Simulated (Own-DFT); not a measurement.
# Which arrangement is lower? Ga48P48, 96 atoms

All numbers below are calculated, not measured. They come from Own-DFT, an in-house plane-wave density functional program, since retired, whose code no person has reviewed. Each row is one single-point run on a periodic cell that was not relaxed, without spin or spin-orbit coupling.

Settings of every run: PBE; PseudoDojo norm-conserving scalar-relativistic files; cutoff 42 hartree; 2 x 3 x 3 k mesh centred on Gamma; Fermi-Dirac smearing of 0.1 eV.

Known limits, some of them of some rows only: not probed for a lower state with spin; forces on such cells failed a check on a denser k mesh; forces on such cells passed a denser k mesh, each cell not checked; stress not checked against mesh or cutoff.

All cells hold the same atoms in the same cell, with vectors in Å (16.352, 0.000, 0.000); (0.000, 10.901, 0.000); (0.000, 0.000, 10.901). Every atom was moved at random from its ideal site; u is the rms move along one axis. The defect's site can differ from row to row. E is the free energy of the cell above the lowest run. The arrangements:

- A: zincblende GaP
- B: zincblende GaP, with one Ga on a P site and one P on a Ga site, 2.4 Å apart

```
arrangement   u (Å)  E (eV)  P (GPa)
          A  0.0207   0.000     2.71
          A  0.0213   0.090     2.72
          A  0.0217   0.165     2.74
          A  0.0456   2.960     3.20
          A  0.0499   3.299     3.21
          A  0.0501   3.108     3.13
          B  0.0284   3.851     2.94
          B  0.0293   3.853     2.92
          B  0.0309   4.014     2.93
          B  0.0475   6.447     3.34
          B  0.0477   6.022     3.24
          B  0.0546   6.909     3.41
```

Question: once the cost of the random moves is taken out, how do the arrangements rank?

## Worked answer

Fit E = a + b u², with one b for all and one a for each arrangement, and with residuals divided by u², since the noise grows with the moves. Then b = 1589 eV/Å², the scatter at u = 0.04 Å is 0.16 eV, and against A:

- B: 3.16 ± 0.06 eV (higher)

These are energies of unrelaxed cells. Relaxing the atoms lowers the strained arrangements most, so the gaps would shrink and small ones could change sign.
